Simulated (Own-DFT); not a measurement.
# Computed records: InAs (zincblende, strongly disordered by large displacements), GaP (zincblende, strongly disordered by large displacements)

All values are calculated (Own-DFT development build). A calculation, not a measurement: plane-wave PBE density functional theory by an unreviewed code, no spin, of a simulated periodic cell, stress positive in tension, free energy of the whole cell less one offset for each atom, forces on such cells passed a denser k mesh, this cell's mesh not checked; broken bonds can close the gap or carry spin, so checks made on this kind of crystal may not hold here; offsets are fitted by least squares, one for each functional and potential file, so energies compare only between cells with the same atoms and settings and are not formation energies; the far tail of each file's local potential was reset to the Coulomb form; each entry is a single point on an unrelaxed cell, so the pressure reflects the starting lattice, mostly measured values (interpolated for alloys), from which strain is counted, and rises with the displacements; printed positions are rounded, which can move forces by about a meV/angstrom; the program, named Own-DFT, is a retired in-house code; no spin-orbit coupling.

Settings shared by all entries: functional PBE; potential files PseudoDojo norm-conserving, scalar-relativistic, standard set; wave cutoff 42 hartree; occupations Fermi-Dirac; smearing width 0.1 eV; k mesh 3 x 3 x 3 centred on Gamma.

(1) InAs (zincblende, strongly disordered by large displacements)

```xyz
64
Lattice="12.1166 0.0000 0.0000 0.0000 12.1166 0.0000 0.0000 0.0000 12.1166" Properties=species:S:1:pos:R:3 InAs
In    11.8582    11.5978    12.0850
In     0.2730     2.6388     3.4347
In     3.5310     0.0279     3.2856
In     2.3296     2.6180     0.0047
As     1.4819     1.4577     1.9845
As     1.2861     4.7492     5.1688
As     4.7631     1.4047     4.4727
As     4.3695     5.0142     1.0452
In     0.0889     0.9409     6.3797
In     0.1492     2.5600     9.0001
In     3.4303    12.0655     8.6457
In     2.8930     3.3148     5.6614
As     1.9281     1.4051     7.4648
As     2.0930     4.6665    10.7067
As     4.2508     2.0098    10.1244
As     4.3278     4.4285     7.3758
In     0.2407     6.1934    11.9510
In    12.0755     9.4733     2.9693
In     2.8956     6.9660     3.4336
In     2.9233     9.5171     0.1856
As     0.8523     7.9384     1.6587
As     1.5714    10.9120     4.3859
As     4.7843     7.5607     4.3869
As     4.4737    10.8645     0.9105
In    11.9028     5.8897     6.3817
In     0.1201     9.2594     8.3616
In     3.2812     5.9902     8.5370
In     3.4199     9.1360     6.5208
As     1.5498     6.8964     7.4693
As     1.4458    10.4146    10.8882
As     4.3768     7.0366    11.2710
As     4.6632    10.7168     7.3682
In     6.1383     0.1254    11.9292
In     5.7532     3.0824     3.4300
In     9.1628    11.8118     2.8802
In     9.1032     2.5003    12.1046
As     7.4381     1.8035     1.3094
As     6.9248     4.8058     4.1030
As    10.9779     1.4164     4.6050
As    10.3725     4.5516     1.1728
In     5.7066     0.3815     6.6405
In     6.4756     3.0010     9.6190
In     9.0937     0.0972     9.6510
In     8.8843     2.9600     5.5323
As     7.6500     1.2287     7.5213
As     7.9336     4.6610     9.7852
As    10.2638     1.8803    10.2461
As    10.7691     4.0290     6.7497
In     7.0601     5.9056    11.8997
In     5.3734     9.1586     2.5319
In     8.8894     6.1330     3.3325
In     8.9918     9.3072     0.0921
As     8.0593     7.6036     1.7834
As     7.6665    10.7620     4.1219
As    10.0974     7.6375     4.4094
As    10.8038    10.7463     1.6868
In     5.5482     6.1106     5.8689
In     6.0387    10.0518     8.9646
In     9.0068     6.5396     9.1058
In     9.3073     9.5296     6.1958
As     7.0312     7.7403     7.4269
As     7.6993    10.9655    11.0256
As    11.1540     7.4541    10.5926
As    10.1180    10.9017     7.7264
```

Here we set hardware one NVIDIA H200.

Results for InAs (zincblende, strongly disordered by large displacements): free energy of cell above offsets 33.172 eV; pressure 14.86 GPa; stress xx -16.54 GPa; stress yy -15.38 GPa; stress zz -12.67 GPa; stress yz 0 GPa; stress xz -0.94 GPa; stress xy -3.03 GPa; wall time 1158 s.

Force:
```csv
element,x (eV/Å),y (eV/Å),z (eV/Å)
In,2.097,4.14,-3.948
In,0.632,7.176,-0.431
In,-3.724,-3.69,-4.169
In,1.038,0.466,-0.466
As,2.686,-3.807,-3.054
As,0.054,0.702,-6.401
As,0.229,0.266,5.489
As,0.122,0.564,-0.32
In,-2.381,-3.695,0.697
In,1.364,2.328,0.058
In,-2.894,2.165,5.37
In,3.545,-3.91,0.718
As,3.479,2.359,1.762
As,-0.901,0.262,-0.402
As,-0.471,-1.203,1.18
As,4.333,-4.051,-1.541
In,2.293,-4.416,3.357
In,0.764,-0.225,6.766
In,-6.146,-2.733,-3.397
In,-1.801,-7.188,0.59
As,4.493,-4.081,-2.633
As,0.184,-0.46,1.856
As,2.021,5.776,-0.281
As,2.841,3.631,3.673
In,-4.313,6.05,-0.315
In,0.196,-0.533,1.151
In,1.438,1.99,6.407
In,-4.844,-5.493,-3.897
As,-1.211,5.777,-0.67
As,-1.904,1.493,-5.928
As,-0.058,-0.116,-0.06
As,-0.132,-1.791,-2.562
In,-3.433,4.978,1.385
In,-0.125,-0.333,-5.394
In,0.375,4.793,-0.749
In,1.816,3.652,0.971
As,-3.405,-1.634,3.627
As,3.233,2.986,2.314
As,-7.753,-2.522,-1.687
As,0.493,0.173,1.081
In,1.478,3.925,-3.892
In,-2.585,-3.398,-1.739
In,-1.132,-2.381,-3.417
In,-1.38,-0.401,-0.233
As,2.746,2.039,1.506
As,1.445,-0.413,2.045
As,4.079,2.002,-0.52
As,-2.131,-4.259,2.814
In,-1.124,0.563,1.13
In,2.754,-0.109,-0.011
In,-0.031,-6.181,-1.2
In,2.161,-2.194,0.77
As,-3.263,2.699,-3.594
As,-4.208,-2.691,3.642
As,4.57,4.184,3.933
As,-4.39,-0.326,-1.065
In,2.432,-3.438,4.366
In,4.606,-3.65,4.594
In,2.067,3.739,-1.75
In,-3.485,-3.971,-4.418
As,1.188,1.03,0.746
As,0.768,-4.253,-2.196
As,-4.412,4.67,-4.437
As,3.615,2.967,2.776
```

(2) GaP (zincblende, strongly disordered by large displacements)

```xyz
64
Lattice="10.9010 0.0000 0.0000 0.0000 10.9010 0.0000 0.0000 0.0000 10.9010" Properties=species:S:1:pos:R:3 GaP
Ga    10.7131    10.8068    10.5801
Ga     0.5748     2.7416     2.5782
Ga     2.3851    10.7777     2.5598
Ga     2.7223     3.4212     0.0299
P      1.6936     1.7506     1.2505
P      1.1656     4.1779     3.8328
P      3.6921     1.1908     3.3596
P      4.4423     4.5700     1.5346
Ga    10.0980     0.0275     4.9880
Ga     0.3799     2.2533     8.3799
Ga     2.8749     0.0236     7.9680
Ga     2.1805     3.1435     5.5954
P      1.1548     1.4537     6.6963
P      1.4022     4.2982     9.6808
P      3.6953     1.5829     9.8418
P      3.7014     3.8216     6.8167
Ga     0.0244     5.6589    10.7768
Ga    10.7009     8.0116     2.4393
Ga     2.8579     5.6241     2.9742
Ga     3.2269     7.9914     0.4876
P      0.8225     6.3578     1.6813
P      1.2679     9.1159     3.6118
P      3.8809     6.8445     4.4083
P      4.1163     9.7828     0.9321
Ga    10.7103     5.4025     5.4987
Ga    10.7143     7.8812     8.4268
Ga     2.9597     5.1390     8.1541
Ga     2.7483     7.7852     5.7408
P      1.6388     6.6149     6.9138
P      1.4431    10.1662     9.1719
P      3.3081     6.8919     9.0545
P      3.9762     9.0688     7.1236
Ga     5.8903     0.7888     0.0814
Ga     5.3495     2.3928     2.8795
Ga     8.6252    10.6624     3.0848
Ga     8.2664     2.5974     0.0910
P      7.4879     1.1314     1.2237
P      6.9562     3.7305     4.1347
P      9.4840     1.5095     3.7786
P      9.3773     3.9348     1.2698
Ga     5.6419     0.6402     5.2749
Ga     4.9541     2.8354     8.8822
Ga     8.2494     0.1451     7.9938
Ga     8.2915     2.5246     5.0056
P      7.1576     1.3714     6.7646
P      6.6801     4.0789     9.0473
P      9.1407     0.7795     9.6641
P      9.9489     4.1635     6.8641
Ga     5.9194     5.5670    10.8761
Ga     5.3234     8.4225     2.4672
Ga     8.9517     5.0926     3.1213
Ga     8.7195     8.3282     0.3666
P      7.1304     6.6710     1.4596
P      6.6378    10.3126     3.1359
P      9.5571     7.0848     4.6947
P     10.1632     9.5286     1.1079
Ga     5.7999     5.3949     5.7226
Ga     5.7757     8.6052     7.8814
Ga     7.7608     5.7488     8.7968
Ga     8.1084     7.8527     5.8721
P      6.8810     7.0505     7.2214
P      6.4079     9.5434     9.6933
P      9.6313     6.2506     9.3660
P      9.5941     9.7864     6.7505
```

It was run with hardware one NVIDIA H100.

Results for GaP (zincblende, strongly disordered by large displacements): free energy of cell above offsets 27.012 eV; pressure 16.53 GPa; stress xx -16.26 GPa; stress yy -16.99 GPa; stress zz -16.35 GPa; stress yz -0.1 GPa; stress xz -0.55 GPa; stress xy -1.6 GPa; wall time 605.2 s.

Force:
```csv
element,x (eV/Å),y (eV/Å),z (eV/Å)
Ga,5.703,2.025,-1.674
Ga,-5.331,-1.196,-0.447
Ga,-1.89,-3.436,-2.544
Ga,3.853,-1.102,3.826
P,1.079,-3.784,-2.957
P,1.677,4.26,3.72
P,1.524,2.638,4.653
P,-0.747,-1.517,-0.531
Ga,4.476,-3.269,2.96
Ga,-2.617,2.899,4.097
Ga,2.354,2.167,-2.903
Ga,-2.096,-1.455,-2.057
P,2.147,-3.218,-3.899
P,-2.863,-0.194,-3.815
P,-0.61,-3.358,1.737
P,6.313,-1.447,-0.937
Ga,1.133,-2.798,2.418
Ga,-0.677,-0.781,2.964
Ga,-1.126,-1.316,-1.902
Ga,-2.225,-4.025,-2.05
P,3.343,-0.847,0.869
P,0.718,1.615,3.081
P,5.969,-1.225,-3.215
P,1.175,3.107,1.123
Ga,3.345,1.805,-2.058
Ga,2.482,2.529,-2.24
Ga,-2.46,-1.379,0.613
Ga,-0.973,5.517,-0.485
P,-5.294,-2.087,2.9
P,-3.819,-3.72,3.208
P,1.78,5.302,3.341
P,-3.172,2.588,-1.732
Ga,-5.116,-2.259,-3.56
Ga,2.32,2.219,-1.741
Ga,1.861,-3.042,-3.035
Ga,0.109,2.4,-4.591
P,0.056,-1.89,5.665
P,-3.813,4.404,-2.093
P,4.68,3.741,-5.054
P,3.583,1.646,0.015
Ga,-1.149,-1.504,-1.155
Ga,0.976,1.454,-3.777
Ga,-1.554,-3.878,-1.239
Ga,0.338,0.425,7.17
P,-2.234,3.358,-1.428
P,-0.414,-3.213,2.192
P,-0.226,5.401,1.632
P,-2.999,-4.265,3.34
Ga,-1.277,-0.285,-0.541
Ga,0.819,-0.988,0.474
Ga,-1.833,1.228,0.723
Ga,-5.318,-3.528,-2.485
P,1.068,1.965,1.281
P,-4.497,-1.249,1.742
P,2.295,-0.898,-4.962
P,-0.415,1.527,4.284
Ga,-1.387,-0.752,-0.536
Ga,0.415,2.027,2.281
Ga,-0.619,1.807,-1.765
Ga,1.095,4.665,-0.903
P,-1.398,-5.19,0.406
P,2.105,1.24,1.667
P,-0.354,2.648,-1
P,-0.288,-3.511,0.928
```
